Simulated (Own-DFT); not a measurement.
Hf₃₆O₇₁ (tetragonal hafnia with one neutral oxygen vacancy, atoms displaced) (calculated)

A calculation, not a measurement: plane-wave PBE and HSE06 DFT by an unreviewed code, no spin, of a simulated cell at Gamma alone, so results move with cell size and shape, stress positive in tension, energies less offsets, not probed for a lower state with spin; hafnium file: forces about 75 meV/angstrom off all-electron values; oxygen file: force components 24 meV/angstrom off all-electron in a glass; k mesh not checked against a denser one; forces and stress are PBE's, HSE06 gives the energy alone, and its difference from PBE has offsets of its own; offsets are fitted by least squares, one for each functional and potential file, so energies compare only between cells with the same atoms and settings and are not formation energies; the far tail of each file's local potential was reset to the Coulomb form; each entry is a single point on an unrelaxed cell, so the pressure reflects the starting lattice, taken from the Materials Project, from which strain is counted, and rises with the displacements; printed positions are rounded, which can move forces by about a meV/angstrom; the program is a retired in-house code; no spin-orbit coupling. Program: Own-DFT development build.

Settings shared by all entries: first functional PBE; second functional HSE06; exact exchange share 0.25; screening 0.11 1/bohr; exchange divergence Gygi-Baldereschi; potential files PseudoDojo norm-conserving, scalar-relativistic, made for PBE, standard set; wave cutoff 48 hartree; occupations fixed; k mesh 1 x 1 x 1 centred on Gamma.

(1) 
```cif
# cell vector a (Å): 10.7800 0.0000 0.0000
# cell vector b (Å): 0.0000 10.7800 0.0000
# cell vector c (Å): 0.0000 0.0000 10.4493
data_Hf36O71
_symmetry_space_group_name_H-M 'P 1'
_symmetry_Int_Tables_number 1
_cell_length_a 10.7800
_cell_length_b 10.7800
_cell_length_c 10.4493
_cell_angle_alpha 90.000
_cell_angle_beta 90.000
_cell_angle_gamma 90.000
_cell_volume 1214.30
loop_
_atom_site_label
_atom_site_type_symbol
_atom_site_fract_x
_atom_site_fract_y
_atom_site_fract_z
_atom_site_occupancy
Hf1 Hf 0.00934 0.00782 0.00205 1
Hf2 Hf 0.16582 0.16132 0.24550 1
O1 O 0.99709 0.16786 0.15883 1
O2 O 0.17032 0.00375 0.34795 1
O3 O 0.99797 0.17831 0.40531 1
O4 O 0.16724 0.99409 0.10083 1
Hf3 Hf 0.00500 0.99961 0.49334 1
Hf4 Hf 0.16593 0.16335 0.75419 1
O5 O 0.99854 0.16504 0.64328 1
O6 O 0.17601 0.99631 0.84923 1
O7 O 0.00008 0.16670 0.89878 1
O8 O 0.16209 0.00938 0.59548 1
Hf5 Hf 0.00532 0.33354 0.00384 1
Hf6 Hf 0.17031 0.49570 0.24322 1
O9 O 0.00098 0.50202 0.15624 1
O10 O 0.16683 0.33881 0.35549 1
O11 O 0.99851 0.49718 0.40847 1
O12 O 0.16911 0.33225 0.09276 1
Hf7 Hf 0.00366 0.34191 0.50312 1
Hf8 Hf 0.16433 0.49650 0.74770 1
O13 O 0.99158 0.50046 0.65422 1
O14 O 0.16643 0.33009 0.84235 1
O15 O 0.00024 0.49832 0.90060 1
O16 O 0.16438 0.33224 0.59823 1
Hf9 Hf 0.99162 0.66647 0.99098 1
Hf10 Hf 0.16639 0.83860 0.25188 1
O17 O 0.99831 0.82870 0.15336 1
O18 O 0.17381 0.67186 0.34464 1
O19 O 0.01135 0.83780 0.40025 1
O20 O 0.17243 0.66614 0.10081 1
Hf11 Hf 0.00116 0.66959 0.50411 1
Hf12 Hf 0.16660 0.84250 0.74419 1
O21 O 0.99897 0.83999 0.65582 1
O22 O 0.16383 0.66781 0.85029 1
O23 O 0.00766 0.83853 0.90786 1
Hf13 Hf 0.33337 0.00386 0.99102 1
Hf14 Hf 0.49405 0.17497 0.25204 1
O24 O 0.32805 0.16254 0.15262 1
O25 O 0.49942 0.99699 0.34140 1
O26 O 0.33964 0.16384 0.40515 1
O27 O 0.49965 0.99909 0.09818 1
Hf15 Hf 0.33734 0.99775 0.50284 1
Hf16 Hf 0.49314 0.17334 0.74877 1
O28 O 0.33442 0.17013 0.64843 1
O29 O 0.50423 0.00588 0.84957 1
O30 O 0.33711 0.16201 0.90388 1
O31 O 0.49850 0.99340 0.60225 1
Hf17 Hf 0.33749 0.32904 0.00179 1
Hf18 Hf 0.50305 0.50340 0.24950 1
O32 O 0.33437 0.49194 0.14585 1
O33 O 0.50270 0.33564 0.34481 1
O34 O 0.33635 0.49615 0.40871 1
O35 O 0.50172 0.33147 0.09928 1
Hf19 Hf 0.33336 0.33450 0.50333 1
Hf20 Hf 0.49686 0.49373 0.75397 1
O36 O 0.33328 0.50176 0.65179 1
O37 O 0.49881 0.33596 0.84644 1
O38 O 0.32828 0.49758 0.90374 1
O39 O 0.50310 0.33675 0.59218 1
Hf21 Hf 0.33186 0.66624 0.00004 1
Hf22 Hf 0.50008 0.83002 0.25824 1
O40 O 0.33353 0.82538 0.15206 1
O41 O 0.49285 0.65976 0.34509 1
O42 O 0.32981 0.83656 0.40767 1
O43 O 0.50178 0.67567 0.09861 1
Hf23 Hf 0.32144 0.66412 0.50160 1
Hf24 Hf 0.49462 0.83520 0.75691 1
O44 O 0.33942 0.83416 0.65634 1
O45 O 0.50103 0.66742 0.84472 1
O46 O 0.33225 0.83096 0.89637 1
O47 O 0.50106 0.66409 0.59821 1
Hf25 Hf 0.66698 0.99981 0.99482 1
Hf26 Hf 0.83131 0.16340 0.24919 1
O48 O 0.66518 0.16994 0.15629 1
O49 O 0.83018 0.99392 0.33944 1
O50 O 0.66252 0.16105 0.40527 1
O51 O 0.83383 0.00373 0.09539 1
Hf27 Hf 0.66968 0.99879 0.49720 1
Hf28 Hf 0.82484 0.16530 0.73892 1
O52 O 0.67444 0.16445 0.65333 1
O53 O 0.83270 0.00250 0.85849 1
O54 O 0.66046 0.16583 0.90844 1
O55 O 0.83530 0.00405 0.59964 1
Hf29 Hf 0.66539 0.32553 0.99882 1
Hf30 Hf 0.82738 0.49900 0.24493 1
O56 O 0.66303 0.50612 0.15334 1
O57 O 0.83801 0.33284 0.34875 1
O58 O 0.66839 0.49491 0.40331 1
O59 O 0.83312 0.32964 0.10114 1
Hf31 Hf 0.66307 0.32965 0.49932 1
Hf32 Hf 0.82836 0.50888 0.75359 1
O60 O 0.66392 0.49912 0.65268 1
O61 O 0.83134 0.32968 0.84570 1
O62 O 0.66294 0.50284 0.89771 1
O63 O 0.82668 0.33240 0.59610 1
Hf33 Hf 0.66517 0.66220 0.00311 1
Hf34 Hf 0.83574 0.83783 0.24897 1
O64 O 0.66463 0.84334 0.14750 1
O65 O 0.83075 0.66722 0.35129 1
O66 O 0.66217 0.82907 0.39932 1
O67 O 0.82030 0.66777 0.09758 1
Hf35 Hf 0.66741 0.66019 0.50840 1
Hf36 Hf 0.83956 0.83391 0.74358 1
O68 O 0.66611 0.83125 0.64467 1
O69 O 0.82580 0.66860 0.85245 1
O70 O 0.66120 0.83409 0.90089 1
O71 O 0.83389 0.66565 0.59569 1
_calc_PBE_energy_of_cell_above_offsets '-97.238'  # eV
_calc_HSE06_less_PBE_above_offsets '0.097'  # eV
_calc_PBE_pressure 1.81  # GPa
_calc_PBE_stress_xx -1.74  # GPa
_calc_PBE_stress_yy -1.42  # GPa
_calc_PBE_stress_zz -2.27  # GPa
_calc_PBE_stress_yz -0.31  # GPa
_calc_PBE_stress_xz -0.95  # GPa
_calc_PBE_stress_xy -0.03  # GPa
```

Force:
```
element  x (eV/Å)  y (eV/Å)  z (eV/Å)
     Hf    -3.048    -0.979    -0.164
     Hf    -0.431     1.329      1.87
      O     1.293    -0.195    -1.221
      O    -0.503     0.309     0.165
      O     0.257     -2.53    -0.677
      O     0.469     0.782    -0.005
     Hf    -0.873     2.773     0.558
     Hf    -1.731     0.736    -1.921
      O     0.439     0.061     1.723
      O     -0.39     1.472     0.107
      O     1.293     0.226     0.697
      O     1.376    -0.999     0.747
     Hf    -1.956     -0.06    -1.021
     Hf    -0.155     1.234     1.001
      O     -0.32    -0.222    -0.672
      O     0.518    -1.042    -1.429
      O      0.38     2.721    -0.437
      O    -0.044     -0.12     0.645
     Hf    -1.769    -1.688    -0.051
     Hf    -0.041     0.654     0.537
      O     1.379     0.596     0.126
      O     0.177    -0.084      0.65
      O    -0.156    -0.048     0.352
      O     1.125     0.463     0.836
     Hf     1.341     0.745     1.716
     Hf     0.765     -1.37    -1.199
      O     0.341     -0.01     -0.02
      O    -0.132    -1.563     0.997
      O    -0.537    -1.005     0.573
      O    -1.452    -0.495    -0.755
     Hf     -0.02    -1.242    -1.541
     Hf     0.992    -2.194      1.16
      O     0.989    -0.743    -1.255
      O    -0.264    -0.049    -1.642
      O    -0.389    -0.361    -0.745
     Hf     1.946    -2.934     2.566
     Hf     0.837    -2.261    -0.336
      O     0.432      0.62    -0.565
      O    -0.244     1.048      1.11
      O    -0.001     0.761    -0.233
      O    -1.036     0.595    -1.005
     Hf     0.413     0.355    -0.485
     Hf     1.465    -1.793    -0.144
      O    -0.323     0.012     0.988
      O    -0.868     0.106    -0.595
      O    -0.119     1.978    -1.259
      O      0.62     0.949    -0.532
     Hf    -0.074      1.45     0.026
     Hf    -0.806    -0.174     0.223
      O     0.488     0.035     0.671
      O    -0.206     0.152     0.379
      O    -0.396     0.745     -0.51
      O    -0.495    -0.342    -0.464
     Hf    -0.922    -0.419    -0.829
     Hf     0.721     3.359    -0.988
      O    -0.939     0.047     0.209
      O    -0.341    -1.427     0.803
      O     0.267    -0.544    -0.304
      O    -0.992     -0.54     1.463
     Hf     0.195     0.792     0.371
     Hf      0.59     0.296    -2.038
      O    -0.299     0.553     0.574
      O     0.072     0.715     0.646
      O     0.059    -0.654     0.064
      O    -0.563    -1.026    -0.112
     Hf     1.434     0.014     -0.17
     Hf     2.426    -0.481    -0.149
      O    -2.643    -0.166        -1
      O    -0.557    -1.021     0.237
      O     0.268     0.637     0.438
      O    -1.063     0.022    -0.552
     Hf    -0.176    -1.756     1.455
     Hf    -0.502     1.167     0.393
      O    -0.228     0.318     0.017
      O     0.349     1.536     1.944
      O     0.129     0.682    -0.288
      O     1.069     0.237     0.344
     Hf    -0.938    -1.794     0.402
     Hf     4.006     0.401     2.096
      O    -4.633    -0.042    -1.076
      O         0    -0.574    -2.041
      O    -0.117     0.936     -1.12
      O     0.093    -0.857    -0.814
     Hf     1.461     0.638     0.216
     Hf     0.736    -0.108     1.816
      O     0.204    -0.544     -0.65
      O    -0.873     0.138    -0.908
      O    -0.141     0.457    -0.307
      O     0.068     0.573    -0.727
     Hf     2.083     0.502    -0.738
     Hf    -0.684    -2.593    -0.286
      O     0.286     0.272     0.217
      O    -0.291     0.783     0.105
      O     0.154    -1.266     0.645
      O     0.601     0.062     0.011
     Hf    -1.688     1.791     -1.03
     Hf    -1.868    -2.161    -1.424
      O     0.663    -0.333     1.043
      O     0.599     0.066    -0.583
      O    -0.015     0.138      0.47
      O      2.72    -0.398     0.289
     Hf     -1.12     0.838     -1.11
     Hf    -3.396     1.443     1.662
      O     0.954     0.137     0.998
      O     1.323     0.755    -0.345
      O     0.095    -0.345    -0.163
      O      0.82     0.337     1.279
```

(2) 
```cif
# cell vector a (Å): 10.7800 0.0000 0.0000
# cell vector b (Å): 0.0000 10.7800 0.0000
# cell vector c (Å): 0.0000 0.0000 10.4493
data_Hf36O71
_symmetry_space_group_name_H-M 'P 1'
_symmetry_Int_Tables_number 1
_cell_length_a 10.7800
_cell_length_b 10.7800
_cell_length_c 10.4493
_cell_angle_alpha 90.000
_cell_angle_beta 90.000
_cell_angle_gamma 90.000
_cell_volume 1214.30
loop_
_atom_site_label
_atom_site_type_symbol
_atom_site_fract_x
_atom_site_fract_y
_atom_site_fract_z
_atom_site_occupancy
Hf1 Hf 0.99266 0.00228 0.99490 1
Hf2 Hf 0.16072 0.17371 0.24270 1
O1 O 0.00719 0.16408 0.15876 1
O2 O 0.98545 0.17450 0.39396 1
O3 O 0.16941 0.00369 0.10095 1
Hf3 Hf 0.98591 0.00155 0.50289 1
Hf4 Hf 0.16737 0.16185 0.73957 1
O4 O 0.00603 0.16481 0.66018 1
O5 O 0.17753 0.99525 0.85714 1
O6 O 0.99724 0.17039 0.90518 1
O7 O 0.14327 0.99285 0.59207 1
Hf5 Hf 0.00588 0.34476 0.99456 1
Hf6 Hf 0.16279 0.50543 0.24970 1
O8 O 0.99887 0.50268 0.13748 1
O9 O 0.16012 0.33483 0.34617 1
O10 O 0.99800 0.49448 0.41155 1
O11 O 0.16010 0.32990 0.09980 1
Hf7 Hf 0.98907 0.33499 0.49388 1
Hf8 Hf 0.15994 0.49887 0.75944 1
O12 O 0.00565 0.49697 0.64298 1
O13 O 0.17019 0.34149 0.86374 1
O14 O 0.00962 0.49968 0.90680 1
O15 O 0.17319 0.33944 0.58602 1
Hf9 Hf 0.01137 0.67127 0.99356 1
Hf10 Hf 0.17142 0.82541 0.24356 1
O16 O 0.99764 0.84246 0.14740 1
O17 O 0.18267 0.67190 0.34556 1
O18 O 0.00082 0.83424 0.40223 1
O19 O 0.16468 0.64738 0.09899 1
Hf11 Hf 0.02276 0.67042 0.50388 1
Hf12 Hf 0.16984 0.83134 0.75120 1
O20 O 0.99845 0.83627 0.65805 1
O21 O 0.17403 0.65780 0.84964 1
O22 O 0.99473 0.84813 0.90987 1
O23 O 0.15843 0.66329 0.59674 1
Hf13 Hf 0.32403 0.98733 0.00422 1
Hf14 Hf 0.50399 0.15868 0.26486 1
O24 O 0.33422 0.16651 0.14646 1
O25 O 0.49694 0.99687 0.35039 1
O26 O 0.33772 0.16133 0.42003 1
O27 O 0.48552 0.99378 0.09648 1
Hf15 Hf 0.34220 0.99895 0.49265 1
Hf16 Hf 0.49694 0.15896 0.76168 1
O28 O 0.34178 0.15797 0.65075 1
O29 O 0.50040 0.98545 0.84475 1
O30 O 0.33177 0.16613 0.89383 1
O31 O 0.50777 0.99244 0.59433 1
Hf17 Hf 0.33799 0.33214 0.00435 1
Hf18 Hf 0.49694 0.50816 0.25813 1
O32 O 0.34080 0.49445 0.15829 1
O33 O 0.50153 0.34805 0.35110 1
O34 O 0.31899 0.48815 0.39785 1
O35 O 0.48374 0.32545 0.09793 1
Hf19 Hf 0.33796 0.33027 0.50019 1
Hf20 Hf 0.50405 0.48834 0.75324 1
O36 O 0.33215 0.49926 0.66480 1
O37 O 0.50091 0.32822 0.84026 1
O38 O 0.33147 0.49077 0.91412 1
O39 O 0.50324 0.32946 0.59854 1
Hf21 Hf 0.33315 0.67000 0.99007 1
Hf22 Hf 0.50083 0.82356 0.23773 1
O40 O 0.34966 0.82321 0.16912 1
O41 O 0.49519 0.67262 0.36540 1
O42 O 0.33130 0.83589 0.39218 1
O43 O 0.51101 0.66451 0.09382 1
Hf23 Hf 0.32729 0.66408 0.49171 1
Hf24 Hf 0.50934 0.83918 0.74630 1
O44 O 0.33241 0.82798 0.65283 1
O45 O 0.50792 0.67717 0.85861 1
O46 O 0.33764 0.84660 0.91795 1
O47 O 0.49019 0.67686 0.58573 1
Hf25 Hf 0.65701 0.99370 0.00744 1
Hf26 Hf 0.83176 0.15794 0.25836 1
O48 O 0.66290 0.16472 0.14574 1
O49 O 0.83536 0.00283 0.35364 1
O50 O 0.66196 0.16427 0.40284 1
O51 O 0.84351 0.99478 0.08975 1
Hf27 Hf 0.66552 0.00706 0.49697 1
Hf28 Hf 0.84292 0.16649 0.75807 1
O52 O 0.65398 0.15370 0.65620 1
O53 O 0.82280 0.99852 0.84937 1
O54 O 0.68811 0.16301 0.90394 1
O55 O 0.83423 0.99220 0.60521 1
Hf29 Hf 0.66495 0.32660 0.01029 1
Hf30 Hf 0.85633 0.48498 0.26478 1
O56 O 0.66108 0.49591 0.16033 1
O57 O 0.83037 0.34678 0.35155 1
O58 O 0.67166 0.50586 0.40089 1
O59 O 0.82949 0.33609 0.08506 1
Hf31 Hf 0.67973 0.33842 0.48616 1
Hf32 Hf 0.84657 0.50455 0.73934 1
O60 O 0.67558 0.49852 0.64858 1
O61 O 0.82814 0.33914 0.84679 1
O62 O 0.66906 0.48845 0.90304 1
O63 O 0.84239 0.31605 0.59511 1
Hf33 Hf 0.67936 0.67534 0.00359 1
Hf34 Hf 0.83040 0.82170 0.24105 1
O64 O 0.67035 0.82665 0.14218 1
O65 O 0.82997 0.66772 0.34371 1
O66 O 0.66011 0.84042 0.40724 1
O67 O 0.83228 0.66807 0.10501 1
Hf35 Hf 0.65899 0.65405 0.50111 1
Hf36 Hf 0.84524 0.83390 0.76789 1
O68 O 0.68433 0.82311 0.65796 1
O69 O 0.83770 0.66904 0.84241 1
O70 O 0.67120 0.83894 0.90637 1
O71 O 0.83147 0.68058 0.59378 1
_calc_PBE_energy_of_cell_above_offsets '-83.833'  # eV
_calc_HSE06_less_PBE_above_offsets '0.763'  # eV
_calc_PBE_pressure 6.92  # GPa
_calc_PBE_stress_xx -5.4  # GPa
_calc_PBE_stress_yy -8.05  # GPa
_calc_PBE_stress_zz -7.3  # GPa
_calc_PBE_stress_yz 1.13  # GPa
_calc_PBE_stress_xz -0.96  # GPa
_calc_PBE_stress_xy -0.25  # GPa
```

Force:
```
element  x (eV/Å)  y (eV/Å)  z (eV/Å)
     Hf     2.264      2.95     1.909
     Hf     2.753    -0.859     0.708
      O    -3.704    -0.136    -1.024
      O    -0.068    -0.658     1.103
      O    -1.106    -1.315     0.432
     Hf     0.262    -0.546    -1.438
     Hf     2.594     0.154     1.846
      O    -0.907     0.373    -1.274
      O    -1.151    -0.012    -2.197
      O    -0.006    -0.106    -0.731
      O     4.141     0.496     0.835
     Hf    -0.886    -3.027     1.212
     Hf     2.453    -2.701    -0.585
      O     0.135    -0.254     1.859
      O    -0.322    -0.189     -0.74
      O     0.335     2.822    -2.518
      O     0.965     0.649     0.474
     Hf     4.817    -2.028     1.301
     Hf     2.355    -3.178    -1.576
      O    -0.262     0.019     0.952
      O     -1.16     -1.26    -2.433
      O    -0.615     2.955    -2.563
      O    -1.581    -0.994     1.488
     Hf    -2.519     -0.14     1.737
     Hf    -1.003     4.026      0.98
      O     1.524    -1.714     0.456
      O    -1.682    -1.791      0.61
      O     1.008    -0.351    -0.071
      O     1.068     1.849    -0.554
     Hf    -9.066     1.467    -3.041
     Hf    -0.087     2.208    -1.265
      O     1.875     -1.28     0.427
      O    -0.359     3.307     0.838
      O     1.082    -4.412    -1.848
      O     5.687     0.234     3.428
     Hf     -0.41     8.459     1.816
     Hf    -2.178     2.036    -2.683
      O     -0.27    -0.037     2.192
      O     0.084     0.052    -0.382
      O     0.245     1.627    -2.725
      O     2.864    -0.111     0.967
     Hf    -1.033    -1.868     1.443
     Hf      0.32     0.174    -1.367
      O    -1.619    -0.421     0.179
      O     0.466     3.025     1.752
      O     0.296    -0.497     0.745
      O    -1.505    -0.884       0.3
     Hf    -2.678    -2.296    -0.313
     Hf     1.257    -0.042    -1.639
      O    -1.988     1.025     -0.03
      O      0.55     -2.67     0.311
      O     0.363     2.278     0.802
      O     4.629    -0.027     1.023
     Hf     0.491     0.438     0.924
     Hf     0.648      1.03     0.082
      O    -0.016     0.479    -0.184
      O    -0.054    -0.147     1.418
      O     0.757      3.31      -1.1
      O     0.576     1.091     -0.55
     Hf      3.02    -2.275     1.088
     Hf     4.763     0.351     3.958
      O     -6.75    -0.749    -4.256
      O    -0.237    -1.293     -2.49
      O    -0.807    -0.269     1.373
      O    -1.717     0.546     1.022
     Hf      2.05      0.33     0.845
     Hf     1.897     -3.16    -2.295
      O    -1.113     0.478     0.607
      O    -1.349    -1.045    -1.428
      O      -0.7    -7.634    -3.345
      O     0.759    -0.935     1.667
     Hf     1.224     1.691    -1.306
     Hf     1.509    -0.161    -2.257
      O     0.034    -0.744      2.05
      O    -0.716    -0.647    -0.937
      O      0.61      2.23    -1.631
      O    -3.807     0.785     2.183
     Hf      1.06    -3.092     2.608
     Hf    -2.783     0.141     0.411
      O     2.248     0.524    -0.137
      O     1.565     0.818     0.371
      O     -1.86    -0.103     0.936
      O    -0.663      1.34    -0.359
     Hf     -0.89     1.433    -1.429
     Hf    -2.823     8.471    -5.813
      O       0.8    -0.546     0.412
      O    -0.959    -6.994     2.571
      O    -0.002     -2.04    -0.348
      O      2.03    -0.199     2.346
     Hf    -3.294     0.181     3.047
     Hf    -2.981    -0.013     1.293
      O    -0.395    -0.135     -0.35
      O     1.597     0.169    -1.611
      O    -0.722     1.826     0.218
      O    -2.457     0.455     0.449
     Hf     -2.01    -2.801    -1.449
     Hf     1.161     0.157      1.86
      O    -0.606     1.244     0.537
      O     0.409    -1.087    -0.242
      O     0.482    -1.014    -0.956
      O     2.266     0.347    -1.161
     Hf     1.646     4.662     1.646
     Hf    -2.652     1.096    -3.986
      O    -2.697     0.547     1.128
      O     0.766    -2.229      1.88
      O     0.314    -0.906    -0.107
      O     2.155    -2.332     -0.34
```
